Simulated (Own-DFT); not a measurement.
Simulation results for Hf$_{32}$O$_{63}$ (monoclinic hafnia with one neutral oxygen vacancy, atoms displaced), Hf$_{31}$SiO$_{64}$ (monoclinic hafnia with substituted atoms, atoms displaced)

Computed with Own-DFT development build. A calculation, not a measurement: plane-wave PBE and HSE06 DFT by an unreviewed code, no spin, of a simulated cell at Gamma alone, so results move with cell size and shape, stress positive in tension, energies less offsets, not probed for a lower state with spin; hafnium file: forces about 75 meV/angstrom off all-electron values; oxygen file: force components 24 meV/angstrom off all-electron in a glass; k mesh not checked against a denser one; forces and stress are PBE's, HSE06 gives the energy alone, and its difference from PBE has offsets of its own; offsets are fitted by least squares, one for each functional and potential file, so energies compare only between cells with the same atoms and settings and are not formation energies; the far tail of each file's local potential was reset to the Coulomb form; each entry is a single point on an unrelaxed cell, so the pressure reflects the starting lattice, mostly measured values, from which strain is counted, and rises with the displacements; printed positions are rounded, which can move forces by about a meV/angstrom; the program is a retired in-house code; no spin-orbit coupling.

Settings shared by all entries: first functional PBE; second functional HSE06; exact exchange share 0.25; screening 0.11 1/bohr; exchange divergence Gygi-Baldereschi; potential files PseudoDojo norm-conserving, scalar-relativistic, made for PBE, standard set; wave cutoff 48 hartree; occupations fixed; k mesh 1 x 1 x 1 centred on Gamma.

(1) Hf$_{32}$O$_{63}$ (monoclinic hafnia with one neutral oxygen vacancy, atoms displaced)

```
Hf32O63
1.0
     10.2340     0.0000     0.0000
      0.0000    10.3500     0.0000
     -1.6955     0.0000    10.4453
Hf O Hf O Hf O Hf O Hf O Hf O Hf O Hf O
4 8 4 8 4 8 4 7 4 8 4 8 4 8 4 8
Direct
  0.14125 0.02259 0.10154
  0.36444 0.26957 0.14137
  0.36232 0.48148 0.39917
  0.13988 0.22691 0.35469
  0.03404 0.17137 0.17190
  0.46478 0.41728 0.07496
  0.46781 0.33362 0.32893
  0.03541 0.09186 0.42138
  0.22136 0.38080 0.24303
  0.28104 0.12825 0.01451
  0.27739 0.11749 0.26076
  0.22004 0.36889 0.49417
  0.13617 0.02086 0.60041
  0.36138 0.27119 0.64597
  0.35948 0.47883 0.89566
  0.14126 0.22904 0.85435
  0.03439 0.16602 0.67257
  0.46112 0.41139 0.57881
  0.46051 0.33196 0.82372
  0.03815 0.08472 0.92482
  0.22067 0.37926 0.73492
  0.27490 0.12994 0.50656
  0.27597 0.12557 0.75840
  0.22286 0.37202 0.99155
  0.13945 0.52055 0.09971
  0.36274 0.76989 0.14026
  0.36386 0.97767 0.39699
  0.13548 0.73022 0.35426
  0.03786 0.66825 0.17474
  0.46073 0.91720 0.07315
  0.45949 0.82688 0.32632
  0.04104 0.58751 0.42339
  0.22419 0.87439 0.23552
  0.27424 0.62736 0.00288
  0.27714 0.61509 0.26211
  0.22701 0.86801 0.49247
  0.13963 0.51729 0.60061
  0.36075 0.76820 0.64647
  0.36085 0.97787 0.89464
  0.13483 0.72815 0.85194
  0.03827 0.66337 0.67525
  0.46115 0.91043 0.57158
  0.46076 0.83660 0.82902
  0.03490 0.58174 0.92328
  0.22416 0.88403 0.73837
  0.27611 0.63096 0.50990
  0.27227 0.61912 0.76399
  0.63745 0.02173 0.10265
  0.85886 0.27302 0.14800
  0.85759 0.48224 0.39584
  0.63667 0.22974 0.34912
  0.53357 0.16538 0.17480
  0.96327 0.41510 0.07753
  0.96113 0.33657 0.32791
  0.53796 0.08736 0.42172
  0.72383 0.38307 0.23731
  0.77981 0.13312 0.01703
  0.77158 0.11759 0.25602
  0.72200 0.37100 0.49085
  0.63833 0.01859 0.60645
  0.86259 0.26910 0.64492
  0.86391 0.47810 0.89458
  0.63600 0.22580 0.85599
  0.53887 0.16119 0.67234
  0.96426 0.41477 0.57438
  0.95789 0.33411 0.82776
  0.53505 0.08057 0.92151
  0.72902 0.37798 0.74174
  0.77808 0.13133 0.50967
  0.77293 0.12662 0.76063
  0.72640 0.37100 0.98742
  0.63658 0.51658 0.10691
  0.86088 0.77012 0.14591
  0.86084 0.98273 0.39759
  0.64375 0.72874 0.35543
  0.53509 0.66795 0.17170
  0.96320 0.91602 0.07585
  0.96299 0.83584 0.32599
  0.54453 0.58251 0.42522
  0.72330 0.88418 0.24410
  0.77823 0.63053 0.01438
  0.77239 0.62230 0.26312
  0.72407 0.87500 0.49699
  0.63953 0.51992 0.60560
  0.86129 0.77171 0.65074
  0.86526 0.98032 0.89229
  0.63772 0.73010 0.85298
  0.53257 0.66300 0.67202
  0.95956 0.91716 0.57537
  0.96798 0.83584 0.82292
  0.53249 0.58756 0.92162
  0.72720 0.87614 0.74045
  0.77798 0.62665 0.50934
  0.77579 0.62195 0.76001
  0.72188 0.87589 0.98706
```

It finds PBE energy of cell above offsets -94.384 eV; HSE06 less PBE above offsets -0.088 eV; PBE pressure 3.89 GPa; PBE stress xx -3.52 GPa; PBE stress yy -3.84 GPa; PBE stress zz -4.31 GPa; PBE stress yz 0.18 GPa; PBE stress xz 0.1 GPa; PBE stress xy 0.25 GPa.

Force:
```
element  x (eV/Å)  y (eV/Å)  z (eV/Å)
     Hf    -0.858    -0.404     1.337
     Hf    -0.858     0.564      1.83
     Hf     0.127    -0.474    -0.709
     Hf     0.065     1.435     -0.94
      O     0.605    -0.712    -0.122
      O    -0.143    -0.365      0.13
      O    -0.576     0.424    -0.467
      O    -1.135    -1.482     0.448
      O     0.664    -0.506    -0.397
      O     -0.29     0.024     -0.85
      O    -0.102     0.339    -0.317
      O     0.468     0.187    -0.633
     Hf     0.201     0.145     0.293
     Hf    -0.154    -0.749    -0.321
     Hf     0.588     0.455    -0.705
     Hf      -0.8     0.379     -0.56
      O     0.188    -0.203     0.332
      O     1.107     1.137    -0.189
      O     0.405    -0.003     0.692
      O      0.03     0.036    -0.459
      O    -0.001    -0.351     1.029
      O     0.195    -0.383     0.478
      O    -0.227    -0.368     0.424
      O     0.229    -0.464    -0.536
     Hf    -0.856    -0.133     1.651
     Hf    -0.273    -0.124     0.842
     Hf     0.296     -0.38    -0.721
     Hf     0.836     0.092    -0.523
      O    -0.419    -0.135    -0.594
      O     0.148     -0.05     0.507
      O     0.684     0.309     0.178
      O    -1.462    -0.893     -0.02
      O    -0.151     0.567    -0.586
      O    -0.133     0.749     0.924
      O     0.059      0.64    -0.514
      O    -0.686     0.564    -0.433
     Hf    -0.653     0.437      0.27
     Hf    -0.265     0.269     0.058
     Hf     -0.56     0.009    -0.399
     Hf     0.955    -0.351     0.139
      O    -0.792     0.506    -0.317
      O     1.128     0.548     0.832
      O     1.047    -0.942    -0.511
      O     0.066     0.471    -0.246
      O    -0.362    -0.385      0.35
      O      0.42    -0.511     0.309
      O     0.572      0.19    -0.669
     Hf     0.269    -0.433     0.153
     Hf      1.18     0.058    -0.148
     Hf     1.133    -0.765     0.445
     Hf     0.131      0.03     1.369
      O    -0.034      0.01    -0.812
      O     0.554     0.545    -0.121
      O     0.205    -0.155     0.186
      O     -0.55    -0.881     0.362
      O     -0.44    -0.411     0.432
      O    -0.478    -0.852    -1.193
      O     0.223      0.66      0.49
      O     0.093     0.094    -0.366
     Hf    -0.111     0.328    -0.911
     Hf    -0.278     0.784    -0.182
     Hf    -0.777    -0.088     0.532
     Hf     0.385     0.791    -0.265
      O    -1.116       0.7     0.213
      O      0.12     0.269     0.161
      O     1.969    -1.076      0.01
      O      0.26     0.511     0.208
      O     -0.92     0.373    -0.556
      O    -0.137     -0.45     0.052
      O     0.573    -1.236     0.442
      O    -0.805     0.178     0.215
     Hf     0.275     1.495    -1.075
     Hf     0.443     0.474     0.076
     Hf    -0.098    -0.137    -0.391
     Hf    -1.407     0.838     0.052
      O     0.468    -0.426    -0.043
      O     0.451     0.171    -0.374
      O     0.035     0.109     0.331
      O    -1.108    -0.457    -0.234
      O    -0.085    -0.695    -0.397
      O    -0.432    -0.103    -0.364
      O     0.529     0.061    -0.379
      O    -0.027    -0.811    -0.877
     Hf    -0.026    -0.604    -0.028
     Hf      0.65    -0.775    -1.376
     Hf    -0.483     0.251     1.116
     Hf    -0.531    -0.299     0.687
      O     0.058     0.311     0.288
      O     0.969     0.286     0.286
      O    -0.296     0.473     0.503
      O      0.04     -0.39     0.099
      O     -0.45     0.563     0.282
      O     0.188      0.71     0.707
      O    -0.075     0.127     0.107
      O     0.137    -0.255    -0.025
```

(2) Hf$_{31}$SiO$_{64}$ (monoclinic hafnia with substituted atoms, atoms displaced)

```
Hf31SiO64
1.0
     10.2340     0.0000     0.0000
      0.0000    10.3500     0.0000
     -1.6955     0.0000    10.4453
Hf O Hf O Hf O Hf O Hf O Hf O Hf O Hf Si O
4 8 4 8 4 8 4 8 4 8 4 8 4 8 3 1 8
Direct
  0.14065 0.02562 0.11182
  0.35841 0.26649 0.14419
  0.36625 0.48528 0.40195
  0.13625 0.23403 0.34506
  0.03377 0.16214 0.17518
  0.46540 0.42230 0.08008
  0.46179 0.33669 0.33025
  0.03334 0.08443 0.42083
  0.22868 0.38352 0.24145
  0.27565 0.12515 0.00817
  0.27716 0.12500 0.26103
  0.22448 0.37652 0.49223
  0.13251 0.01560 0.60698
  0.36474 0.26395 0.64605
  0.36010 0.48165 0.89893
  0.13541 0.23049 0.85633
  0.03471 0.15988 0.67269
  0.46213 0.40758 0.57458
  0.46459 0.33407 0.82793
  0.03873 0.08014 0.92376
  0.22398 0.38269 0.74720
  0.28078 0.13184 0.50751
  0.27804 0.12453 0.76268
  0.22025 0.36989 0.99038
  0.13555 0.51678 0.10092
  0.36265 0.76982 0.14857
  0.35268 0.98529 0.40111
  0.14495 0.72783 0.35799
  0.04135 0.66964 0.17355
  0.46612 0.91926 0.07876
  0.46383 0.83098 0.31909
  0.04147 0.58149 0.42428
  0.23343 0.87185 0.22952
  0.27638 0.63278 0.00800
  0.27754 0.62087 0.26301
  0.22280 0.87591 0.49360
  0.13767 0.51729 0.59841
  0.34979 0.76245 0.64301
  0.36270 0.97755 0.89106
  0.14148 0.72630 0.85852
  0.03151 0.66941 0.68088
  0.46740 0.92360 0.57612
  0.45323 0.83762 0.82625
  0.03594 0.59063 0.92480
  0.22555 0.87801 0.73195
  0.27455 0.62463 0.51347
  0.27484 0.62309 0.75759
  0.21865 0.87595 0.98516
  0.64091 0.02502 0.10531
  0.86398 0.26850 0.14845
  0.86258 0.48886 0.39722
  0.63915 0.22745 0.34672
  0.53239 0.16735 0.17871
  0.96569 0.41746 0.08420
  0.96038 0.32846 0.32548
  0.53877 0.08512 0.42231
  0.72868 0.37765 0.23720
  0.77850 0.13035 0.00473
  0.77514 0.12109 0.25734
  0.72740 0.36293 0.48615
  0.63681 0.01596 0.60180
  0.86442 0.26595 0.63457
  0.86636 0.48092 0.89843
  0.64403 0.23210 0.85128
  0.53714 0.17533 0.67617
  0.95547 0.42738 0.58458
  0.96042 0.34184 0.82442
  0.53899 0.07737 0.92595
  0.73409 0.37511 0.73096
  0.76700 0.12537 0.50735
  0.77702 0.11249 0.75251
  0.72176 0.36967 0.98819
  0.63820 0.52385 0.10723
  0.86677 0.77571 0.14589
  0.85980 0.98900 0.38569
  0.64094 0.73511 0.35308
  0.54102 0.65591 0.16971
  0.96259 0.91070 0.06741
  0.95244 0.82330 0.32333
  0.54156 0.58768 0.42288
  0.73182 0.87162 0.24271
  0.78652 0.62338 0.02049
  0.78330 0.61250 0.27097
  0.72949 0.86621 0.48817
  0.63715 0.52064 0.60532
  0.85952 0.77455 0.64827
  0.85833 0.98243 0.89695
  0.63854 0.73120 0.86225
  0.53893 0.66015 0.66334
  0.96164 0.91193 0.58081
  0.96389 0.83862 0.83116
  0.53415 0.57623 0.91751
  0.72529 0.87666 0.74685
  0.76765 0.63268 0.50715
  0.77967 0.63237 0.76145
  0.72387 0.87504 0.99790
```

It finds PBE energy of cell above offsets -86.041 eV; HSE06 less PBE above offsets 0.451 eV; PBE pressure 4.17 GPa; PBE stress xx -3.88 GPa; PBE stress yy -3.83 GPa; PBE stress zz -4.8 GPa; PBE stress yz -0.23 GPa; PBE stress xz -0.26 GPa; PBE stress xy 0.85 GPa.

Force:
```
element  x (eV/Å)  y (eV/Å)  z (eV/Å)
     Hf     0.458     -2.37    -3.076
     Hf     1.291     1.815     0.346
     Hf      1.08    -1.495    -1.041
     Hf     0.182     0.955     2.312
      O    -0.188     0.273    -0.108
      O    -1.021    -1.107    -0.203
      O     0.583     -0.58     -0.51
      O     0.545    -0.043    -0.172
      O    -0.826    -0.766    -0.318
      O    -0.249     0.847     1.059
      O    -0.349    -0.499    -0.265
      O    -0.743    -0.772    -0.541
     Hf    -0.167     0.414    -0.102
     Hf    -0.564     1.395     0.889
     Hf     0.515    -0.962    -0.662
     Hf     0.012    -0.186    -0.613
      O    -0.166     0.842     0.192
      O     1.031     1.297     0.156
      O     0.278    -0.107     0.445
      O     -0.24     0.842     0.277
      O    -0.213    -0.224    -0.732
      O    -0.913     -0.51    -0.245
      O    -0.454    -0.435    -0.264
      O     0.045    -0.055     0.412
     Hf     0.441     1.404     1.026
     Hf     1.487    -0.015     -1.72
     Hf     3.088    -0.428    -0.333
     Hf    -1.563    -0.111    -1.803
      O     0.256    -0.338     0.273
      O    -0.004    -0.329     0.152
      O     0.094     0.687     1.525
      O    -0.152     0.341    -0.584
      O    -2.285     1.781      1.91
      O     0.074    -0.742     0.305
      O    -0.015     0.243     0.157
      O    -0.002    -1.054    -1.191
     Hf     -1.31    -0.439     2.516
     Hf     2.765      1.19     1.205
     Hf    -0.801     1.266     1.637
     Hf    -1.239     1.845    -0.837
      O     0.888    -0.809    -0.919
      O    -1.717    -1.427    -0.037
      O     3.572    -3.371    -0.478
      O    -0.589    -1.245      0.56
      O    -0.473      0.04     0.444
      O      0.37     1.028    -0.598
      O     0.254    -0.092    -0.015
      O     0.594    -0.241     0.146
     Hf     -1.72    -1.277    -1.139
     Hf    -1.154     1.544     -1.26
     Hf    -0.696    -2.022     0.794
     Hf    -1.405     1.821     2.034
      O     0.122    -0.462    -1.271
      O     0.079    -0.252    -0.498
      O     0.681     0.289     0.759
      O    -1.313    -0.735    -0.327
      O    -0.373    -0.263    -0.109
      O    -0.079     0.131     0.961
      O     0.354     0.008    -0.669
      O     0.045     0.598    -0.513
     Hf     0.238     0.748     0.333
     Hf    -1.052     0.866      0.96
     Hf     -1.28     0.638    -0.851
     Hf     -0.93     0.032    -0.164
      O     0.853    -1.574    -0.673
      O     1.174    -0.148     -0.36
      O     1.669    -1.625     0.335
      O     0.532     1.072    -0.395
      O    -1.107     0.399     0.701
      O      1.54    -0.208    -0.679
      O    -0.028     0.962     0.248
      O     0.732     0.058    -0.209
     Hf     1.616    -2.005    -0.673
     Hf     0.102    -1.773    -0.625
     Hf     0.096    -2.696     2.436
     Hf     0.033    -0.995      0.23
      O     -1.63     2.609     1.015
      O     1.095     1.145     1.567
      O      2.24     1.005     1.832
      O    -1.447    -0.835    -0.076
      O    -1.207     1.754    -0.824
      O    -1.085     0.915    -0.816
      O    -0.767     1.821    -1.742
      O    -0.642     1.483     0.157
     Hf     0.992    -0.908     -0.48
     Hf     0.177    -1.107     0.615
     Hf     0.945    -1.154     -1.02
     Si    -0.537    -0.398    -1.712
      O    -1.917     2.282      1.95
      O     1.381     1.719    -0.981
      O     0.603    -0.295    -0.313
      O     2.605     3.144    -0.525
      O    -1.708    -0.548     0.441
      O     1.045    -0.595     0.835
      O    -1.652    -0.964     1.931
      O    -0.881    -1.954    -1.804
```
